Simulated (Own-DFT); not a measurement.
# A change of arrangement and its cost: C34N2Si36, 72 atoms

These are calculations, not measurements. They come from Own-DFT, an in-house plane-wave density functional program, since retired, whose code no person has reviewed. Each row is one single-point run on a periodic cell that was not relaxed, without spin or spin-orbit coupling.

Settings of every run: PBE; PseudoDojo norm-conserving scalar-relativistic files; cutoff 42 hartree; 4 x 4 x 3 k mesh centred on Gamma; Fermi-Dirac smearing of 0.1 eV.

Known limits: not probed for a lower state with spin; forces on such cells passed a denser k mesh, each cell not checked; stress not checked against mesh or cutoff.

All cells hold the same atoms in the same cell, with vectors in Å (9.248, 0.000, 0.000); (-4.624, 8.009, 0.000); (0.000, 0.000, 10.068). Every atom was moved at random from its ideal site; u is the rms move along one axis. The defect's site can differ from row to row. E is the free energy of the cell above the lowest run. The arrangements:

- A: 4H SiC, with two N on a C site each, 3.1 Å apart
- B: 2H SiC, with two N on a C site each, 3.1 Å apart

| arrangement | u (Å) | E (eV) | P (GPa) |
|---|---|---|---|
| A | 0.0290 | 0.000 | 2.56 |
| A | 0.0292 | 0.244 | 2.72 |
| A | 0.0296 | 0.456 | 2.75 |
| A | 0.0480 | 3.210 | 3.57 |
| A | 0.0505 | 3.849 | 3.72 |
| A | 0.0517 | 4.710 | 4.30 |
| B | 0.0290 | 1.074 | 2.93 |
| B | 0.0309 | 1.135 | 2.85 |
| B | 0.0311 | 1.454 | 2.99 |
| B | 0.0445 | 3.871 | 3.97 |
| B | 0.0457 | 4.441 | 4.09 |
| B | 0.0516 | 5.127 | 4.28 |

Question: once the cost of the random moves is taken out, how do the arrangements rank?

## Worked answer

Fit E = a + b u², with one b for all and one a for each arrangement, and with residuals divided by u², since the noise grows with the moves. Then b = 2331 eV/Å², the scatter at u = 0.04 Å is 0.27 eV, and against A:

- B: 0.90 ± 0.11 eV (higher)

These are energies of unrelaxed cells. Relaxing the atoms lowers the strained arrangements most, so the gaps would shrink and small ones could change sign.
